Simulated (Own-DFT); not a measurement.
## Calculated data, Hf36O71 (tetragonal hafnia with one neutral oxygen vacancy, atoms displaced)

Computed with Own-DFT development build. A calculation, not a measurement: plane-wave PBE and HSE06 DFT by an unreviewed code, no spin, of a simulated cell at Gamma alone, so results move with cell size and shape, stress positive in tension, energies less offsets, not probed for a lower state with spin; hafnium file: forces about 75 meV/angstrom off all-electron values; oxygen file: force components 24 meV/angstrom off all-electron in a glass; k mesh not checked against a denser one; forces and stress are PBE's, HSE06 gives the energy alone, and its difference from PBE has offsets of its own; offsets are fitted by least squares, one for each functional and potential file, so energies compare only between cells with the same atoms and settings and are not formation energies; the far tail of each file's local potential was reset to the Coulomb form; each entry is a single point on an unrelaxed cell, so the pressure reflects the starting lattice, taken from the Materials Project, from which strain is counted, and rises with the displacements; printed positions are rounded, which can move forces by about a meV/angstrom; the program is a retired in-house code; no spin-orbit coupling.

Settings shared by all entries: first functional PBE; second functional HSE06; exact exchange share 0.25; screening 0.11 1/bohr; exchange divergence Gygi-Baldereschi; potential files PseudoDojo norm-conserving, scalar-relativistic, made for PBE, standard set; wave cutoff 48 hartree; occupations fixed; k mesh 1 x 1 x 1 centred on Gamma.

(1) Hf36O71 (tetragonal hafnia with one neutral oxygen vacancy, atoms displaced)

```
Hf36O71
1.0
     10.7800     0.0000     0.0000
      0.0000    10.7800     0.0000
      0.0000     0.0000    10.4493
Hf O Hf O Hf O Hf O Hf O Hf O Hf O Hf O Hf O Hf O Hf O Hf O Hf O Hf O Hf O Hf O Hf O Hf O
2 4 2 4 2 3 2 4 2 4 2 4 2 4 2 4 2 4 2 4 2 4 2 4 2 4 2 4 2 4 2 4 2 4 2 4
Direct
  0.01200 0.99499 0.99412
  0.15895 0.16330 0.25768
  0.00965 0.16569 0.14259
  0.15669 0.00929 0.34889
  0.00220 0.17849 0.40296
  0.17344 0.00543 0.11219
  0.00173 0.01145 0.49198
  0.19008 0.16593 0.76664
  0.99111 0.16657 0.65735
  0.16541 0.00973 0.85675
  0.01103 0.16922 0.90885
  0.16440 0.99879 0.59033
  0.00280 0.33224 0.01158
  0.16818 0.49236 0.26121
  0.99304 0.49910 0.15114
  0.01038 0.50106 0.40440
  0.17386 0.34034 0.08357
  0.99429 0.32545 0.50292
  0.15563 0.50515 0.74136
  0.98850 0.49466 0.64102
  0.16311 0.35016 0.84581
  0.00595 0.49944 0.89509
  0.16274 0.33940 0.59869
  0.00429 0.66606 0.99635
  0.15642 0.81404 0.24649
  0.99510 0.84229 0.15220
  0.15656 0.64837 0.34456
  0.99732 0.83242 0.39630
  0.17788 0.65606 0.10481
  0.00665 0.65939 0.50545
  0.16842 0.83173 0.74357
  0.99824 0.82285 0.66371
  0.16534 0.65147 0.84944
  0.99609 0.82655 0.90295
  0.16763 0.67968 0.58193
  0.32451 0.99254 0.01325
  0.48967 0.14808 0.26292
  0.33752 0.16803 0.16252
  0.49927 0.00452 0.34661
  0.33011 0.16319 0.40460
  0.50194 0.99553 0.09095
  0.34066 0.00938 0.49499
  0.50807 0.16394 0.75130
  0.31681 0.17039 0.65674
  0.50348 0.99799 0.84374
  0.33174 0.16353 0.90634
  0.49700 0.00915 0.58353
  0.32619 0.34410 0.99702
  0.50750 0.49730 0.23470
  0.33807 0.49511 0.15128
  0.49671 0.34066 0.34849
  0.34294 0.50427 0.40197
  0.48864 0.33188 0.08991
  0.33638 0.33434 0.50290
  0.49393 0.50628 0.74690
  0.34078 0.50724 0.66569
  0.50038 0.32757 0.83408
  0.33396 0.49065 0.90245
  0.50096 0.32712 0.60487
  0.34248 0.65276 0.99744
  0.50307 0.83271 0.25486
  0.33268 0.83956 0.16173
  0.50279 0.67958 0.33766
  0.33664 0.83206 0.41228
  0.49131 0.64959 0.10205
  0.33288 0.66289 0.51367
  0.50365 0.82468 0.75000
  0.33830 0.82771 0.65094
  0.49569 0.65518 0.84485
  0.33435 0.82691 0.89217
  0.50112 0.67551 0.59813
  0.68302 0.00097 0.99451
  0.83787 0.16708 0.25195
  0.66607 0.15956 0.15034
  0.82850 0.00119 0.34770
  0.67173 0.16629 0.41617
  0.83245 0.98346 0.10682
  0.66769 0.00045 0.50668
  0.83034 0.16725 0.74417
  0.66442 0.16586 0.66336
  0.82401 0.00859 0.84986
  0.66794 0.17425 0.89925
  0.83208 0.00869 0.60438
  0.65588 0.34490 0.98344
  0.82204 0.49470 0.24999
  0.66034 0.50596 0.15184
  0.82694 0.33899 0.35123
  0.67360 0.51329 0.40435
  0.82947 0.32805 0.10210
  0.67335 0.33725 0.49977
  0.83674 0.49446 0.75066
  0.65776 0.49991 0.65675
  0.82840 0.32779 0.85312
  0.65770 0.49404 0.89410
  0.83770 0.32255 0.59833
  0.67225 0.66680 0.01906
  0.83019 0.84764 0.24494
  0.67135 0.83167 0.16335
  0.83678 0.67144 0.33862
  0.67456 0.83047 0.39695
  0.84013 0.67872 0.08933
  0.66418 0.67643 0.50039
  0.83385 0.84213 0.75431
  0.67378 0.83279 0.65902
  0.83218 0.67811 0.85320
  0.64927 0.83821 0.89390
  0.82868 0.67838 0.59319
```

```
PBE energy of cell above offsets : -87.718 eV
HSE06 less PBE above offsets     : 0.473 eV
PBE pressure                     : 6.35 GPa
PBE stress xx                    : -7.08 GPa
PBE stress yy                    : -5.03 GPa
PBE stress zz                    : -6.93 GPa
PBE stress yz                    : 1.82 GPa
PBE stress xz                    : 0.32 GPa
PBE stress xy                    : -0.08 GPa
```

Force:
```
element  x (eV/Å)  y (eV/Å)  z (eV/Å)
     Hf    -0.207      1.45     1.115
     Hf     2.387      1.23    -1.476
      O    -1.818     0.082     1.613
      O    -0.319    -1.876     0.544
      O    -0.331    -2.161     -2.03
      O    -2.169    -0.676     -0.84
     Hf     0.479    -2.153     1.256
     Hf    -5.765     2.541     2.032
      O     2.509    -0.132    -1.239
      O    -0.275    -4.057     0.225
      O    -0.721    -0.459     0.205
      O     0.179    -0.663      0.93
     Hf    -0.904     0.206    -1.627
     Hf    -0.094    -1.559    -1.984
      O     0.575    -0.229     0.359
      O     -0.44    -2.223     0.045
      O    -2.838    -0.135     2.993
     Hf     2.262     3.291     1.111
     Hf     0.207    -2.874     0.774
      O     0.859     1.267     0.639
      O     0.572    -1.827    -0.574
      O    -1.758     0.297     0.125
      O      0.63     0.434    -1.286
     Hf     0.259    -1.632     0.405
     Hf     0.794     0.978     0.978
      O     2.512    -0.644    -0.964
      O     0.557     3.435     0.861
      O     0.982      0.46     1.197
      O    -1.404     1.298    -0.649
     Hf    -4.394      1.53    -2.754
     Hf     1.068     0.604     0.597
      O     0.662      0.43    -0.596
      O      0.17     3.002    -0.498
      O     1.067     1.932    -0.054
      O    -0.055    -0.531     3.151
     Hf     3.399     0.141    -1.275
     Hf     1.837     7.155    -5.164
      O     -1.84    -0.753     0.038
      O      0.28    -5.125     2.905
      O     0.188     2.306    -0.277
      O    -0.073    -0.113     0.485
     Hf    -2.906    -3.495      1.03
     Hf     -1.71    -0.397     1.207
      O      5.44    -0.236    -3.544
      O    -0.408     0.227    -1.247
      O    -0.467     0.358     0.233
      O     1.185     -0.01     1.652
     Hf     2.504    -3.466     0.292
     Hf    -4.728    -0.804      3.67
      O    -1.245    -0.022     0.233
      O     0.716    -1.451     0.246
      O    -1.248    -0.363      1.06
      O     2.551     1.129     0.001
     Hf     0.388     0.316    -0.399
     Hf     3.406    -3.234     1.235
      O    -4.439     0.442    -3.119
      O    -0.003     1.416     1.487
      O     0.784     3.191    -1.221
      O    -0.332    -0.151    -2.031
     Hf     -1.69     0.955    -0.585
     Hf    -1.203     1.592    -1.187
      O     -0.34    -0.303    -0.368
      O     0.272    -3.322     1.416
      O    -0.523     0.174    -0.459
      O     2.323     1.712    -0.738
     Hf     2.388     1.274    -2.852
     Hf    -0.374     1.069     1.527
      O    -1.178     0.291       0.6
      O    -0.163     2.615     1.548
      O    -0.743     0.088      1.51
      O     0.207    -0.332      0.26
     Hf    -3.514     1.631     0.386
     Hf    -2.419     0.824    -2.057
      O     0.726    -0.414     1.735
      O     0.743     1.878     1.164
      O    -0.001     0.187    -0.505
      O     1.272     1.956    -1.835
     Hf     1.106    -0.462    -0.412
     Hf     0.488     0.606     1.561
      O     0.868    -0.302    -2.243
      O     1.027    -1.169     0.856
      O     -0.53     -1.12     0.453
      O     0.297    -0.855    -0.919
     Hf     -0.16    -4.532     2.223
     Hf     2.325      2.15     0.674
      O     3.652     0.117    -2.428
      O     0.185    -1.282     0.461
      O    -0.259     -1.78    -0.292
      O    -0.189     0.499     0.128
     Hf    -2.144     0.887     0.211
     Hf    -1.864     0.952     1.132
      O     2.387    -0.358     -1.02
      O     0.649     1.816    -0.866
      O     1.002     3.656     0.404
      O    -2.264     0.923     0.609
     Hf    -0.253     1.146     -2.89
     Hf     1.805    -3.158     2.519
      O    -2.582    -1.326    -2.656
      O     0.034    -1.374      -0.6
      O    -0.824     2.327     1.156
      O    -0.848    -0.767     0.584
     Hf     1.553    -0.723    -0.398
     Hf     0.006    -1.543    -0.365
      O    -1.597     0.823    -1.479
      O    -0.443    -2.153    -0.618
      O     1.369    -1.599     2.329
      O     0.899     -0.97     0.248
```

(2) Hf36O71 (tetragonal hafnia with one neutral oxygen vacancy, atoms displaced)

```
Hf36O71
1.0
     10.7800     0.0000     0.0000
      0.0000    10.7800     0.0000
      0.0000     0.0000    10.4493
Hf O Hf O Hf O Hf O Hf O Hf O Hf O Hf O Hf O Hf O Hf O Hf O Hf O Hf O Hf O Hf O Hf O Hf O
2 4 2 4 2 4 2 4 2 4 2 3 2 4 2 4 2 4 2 4 2 4 2 4 2 4 2 4 2 4 2 4 2 4 2 4
Direct
  0.00559 0.01349 0.01195
  0.18037 0.16696 0.25195
  0.00364 0.16438 0.14712
  0.17609 0.00864 0.35095
  0.00324 0.16778 0.40177
  0.14751 0.00429 0.09735
  0.99926 0.99598 0.49535
  0.16894 0.16635 0.75248
  0.99917 0.17672 0.64314
  0.16733 0.00086 0.85004
  0.99895 0.15209 0.91630
  0.16146 0.99560 0.58702
  0.99596 0.33508 0.98192
  0.15997 0.50508 0.25951
  0.99944 0.50590 0.14723
  0.15894 0.32894 0.35735
  0.99563 0.49596 0.40251
  0.17481 0.32669 0.10223
  0.98574 0.32773 0.50401
  0.16903 0.50709 0.74552
  0.00170 0.50759 0.66388
  0.14874 0.33016 0.83648
  0.98327 0.50211 0.90922
  0.16212 0.32635 0.59923
  0.98913 0.67050 0.99770
  0.16511 0.85020 0.25370
  0.00210 0.84070 0.14607
  0.16339 0.66495 0.34912
  0.01590 0.81546 0.40792
  0.17811 0.67289 0.10212
  0.00676 0.66519 0.50542
  0.16142 0.83733 0.74501
  0.00554 0.82480 0.65939
  0.99326 0.83212 0.89363
  0.17290 0.65091 0.60527
  0.34209 0.99391 0.01458
  0.50923 0.15922 0.24270
  0.33695 0.16199 0.16179
  0.49396 0.00162 0.35456
  0.32313 0.17212 0.39556
  0.49628 0.99979 0.09468
  0.33648 0.01430 0.49562
  0.49848 0.16578 0.76350
  0.33143 0.17081 0.64687
  0.50049 0.99241 0.85026
  0.34132 0.15751 0.89722
  0.50697 0.99825 0.59875
  0.34265 0.33730 0.00700
  0.50383 0.49407 0.25572
  0.32411 0.49917 0.16100
  0.48504 0.32889 0.37021
  0.32781 0.48966 0.40870
  0.49512 0.31842 0.10790
  0.33264 0.32813 0.49875
  0.50604 0.49731 0.73392
  0.33988 0.50472 0.65066
  0.50532 0.33583 0.84473
  0.33087 0.49979 0.89510
  0.50631 0.33304 0.59284
  0.31842 0.65643 0.00069
  0.49635 0.82645 0.26487
  0.32636 0.82439 0.16236
  0.50644 0.66653 0.35361
  0.33382 0.83680 0.39910
  0.48708 0.67586 0.09752
  0.33796 0.67136 0.50084
  0.48625 0.82862 0.75104
  0.33474 0.83542 0.64419
  0.49163 0.67181 0.84287
  0.32236 0.83647 0.90462
  0.49532 0.65330 0.58266
  0.66647 0.99214 0.00015
  0.84123 0.16309 0.26861
  0.65955 0.17127 0.14316
  0.84185 0.99073 0.35872
  0.67053 0.16908 0.40794
  0.84473 0.99553 0.10055
  0.68263 0.00504 0.49334
  0.83561 0.17321 0.75024
  0.66481 0.17063 0.65468
  0.83170 0.00031 0.85201
  0.67176 0.16604 0.89288
  0.82250 0.99952 0.60370
  0.66540 0.32946 0.00854
  0.82871 0.49636 0.25394
  0.65999 0.49704 0.15383
  0.83233 0.32673 0.34991
  0.66679 0.50285 0.41989
  0.84422 0.32606 0.09463
  0.66569 0.33491 0.50332
  0.83310 0.49632 0.75707
  0.67101 0.48686 0.65720
  0.82869 0.33202 0.83152
  0.66423 0.48685 0.91566
  0.81761 0.32614 0.60092
  0.66405 0.65853 0.99575
  0.83537 0.82750 0.27351
  0.67676 0.84041 0.15681
  0.82259 0.66750 0.35139
  0.66602 0.83293 0.39595
  0.84006 0.67300 0.09120
  0.66763 0.66132 0.50332
  0.83872 0.82652 0.75219
  0.65649 0.82776 0.65657
  0.82997 0.66629 0.84008
  0.66556 0.83770 0.90106
  0.82357 0.68063 0.60511
```

```
PBE energy of cell above offsets : -87.518 eV
HSE06 less PBE above offsets     : 0.552 eV
PBE pressure                     : 5.33 GPa
PBE stress xx                    : -4.47 GPa
PBE stress yy                    : -6.27 GPa
PBE stress zz                    : -5.25 GPa
PBE stress yz                    : 1.1 GPa
PBE stress xz                    : -0.46 GPa
PBE stress xy                    : 0.13 GPa
```

Force:
```
element  x (eV/Å)  y (eV/Å)  z (eV/Å)
     Hf    -5.564    -5.419    -1.596
     Hf     -2.98     2.687    -0.707
      O    -0.799     0.822      2.73
      O    -1.141    -1.205     0.263
      O    -1.672    -1.458    -0.177
      O      9.13    -0.674     4.067
     Hf     0.312     0.855     1.651
     Hf    -0.073    -0.241    -0.866
      O    -0.465    -1.143     1.124
      O    -0.275    -0.032    -1.315
      O    -0.464      6.84    -5.073
      O     0.197     0.064     0.771
     Hf     2.258    -1.631     2.794
     Hf     0.125    -1.787    -0.486
      O    -0.653    -0.198     1.453
      O    -0.096     0.831    -1.081
      O    -0.913     0.832     0.479
      O    -0.324     0.152    -1.574
     Hf     3.099      0.08     0.455
     Hf     1.652    -0.515      0.49
      O    -1.907    -0.389    -1.005
      O     0.003     0.778     1.255
      O     0.051      0.24    -1.193
      O    -0.178      0.86    -0.558
     Hf     3.293      1.38    -0.101
     Hf    -0.407    -2.612    -1.608
      O     0.013    -1.632     2.402
      O     0.319     0.703     0.728
      O    -1.212     3.749    -0.726
      O    -4.171     -0.67     0.106
     Hf     0.011    -2.439     1.447
     Hf     2.357     0.342     2.788
      O    -1.583     0.027    -2.639
      O     0.738    -0.584       0.4
      O    -0.665     1.126    -0.731
     Hf    -3.748    -0.476    -3.114
     Hf     -1.64     0.343     2.174
      O     1.143    -0.812    -1.779
      O     0.317     0.346     -1.19
      O     0.532    -0.805     0.487
      O     2.492     0.127     2.167
     Hf     1.476     -1.36     1.384
     Hf     1.066    -1.455    -1.898
      O     0.455    -0.663     0.382
      O    -0.265     0.635     0.614
      O    -0.375     1.654     1.358
      O    -0.902     0.798    -0.876
     Hf    -2.679    -0.337    -0.978
     Hf     -3.48     0.259     1.344
      O     2.562      -0.5    -0.659
      O     2.436     0.267     -3.86
      O     0.131      2.65     -0.68
      O     1.072      1.64     0.072
     Hf    -1.139     0.664     1.268
     Hf    -2.109     0.103     1.772
      O     -0.89    -0.823     0.321
      O    -0.584     0.258     1.022
      O    -0.645    -1.496      0.83
      O    -1.533     0.593     1.798
     Hf     2.311     1.842    -1.205
     Hf      0.36     0.831    -1.978
      O      0.95     2.279    -0.331
      O    -0.434     -1.66    -0.745
      O     0.146    -0.249     0.578
      O     2.308    -0.864    -0.004
     Hf    -2.028    -0.956    -0.967
     Hf     2.293     2.291    -0.424
      O      -1.5    -0.688    -0.132
      O     1.293    -2.643     0.244
      O     0.088    -0.931      0.37
      O     1.979    -0.116     1.904
     Hf     2.862     0.068    -0.595
     Hf     1.511    -0.964     -4.31
      O     2.244    -0.472     0.988
      O      0.27     1.427      0.61
      O     0.472    -0.425    -2.095
      O    -3.188     1.065     1.303
     Hf     -4.66    -1.567     2.552
     Hf     -1.88     -4.37    -0.596
      O     0.229    -0.235    -0.026
      O    -0.359     0.113    -1.138
      O    -0.798     0.618     1.788
      O      3.65    -0.358    -0.053
     Hf     0.636    -2.652    -0.804
     Hf     2.533     0.289    -0.891
      O     1.067    -0.105      0.61
      O    -0.244       1.9     0.038
      O     0.185    -1.936    -3.052
      O    -2.383     0.837     0.263
     Hf    -1.794    -1.466     0.679
     Hf     0.804      1.66    -1.187
      O     0.537     1.376    -0.293
      O     1.089     0.564     3.197
      O     0.551     2.343    -1.127
      O     3.419      0.65    -0.279
     Hf     -0.89     2.877     0.445
     Hf    -0.476     0.875    -5.661
      O    -1.184     -0.32     0.404
      O      0.47    -2.649     0.453
      O     0.303     0.263     1.012
      O    -3.838    -0.949     1.438
     Hf    -0.184     3.974     1.206
     Hf    -2.116     2.781     0.443
      O     0.233    -0.643    -0.079
      O    -0.815    -1.496     1.968
      O     0.231    -2.471     0.856
      O     2.037    -1.089    -1.302
```
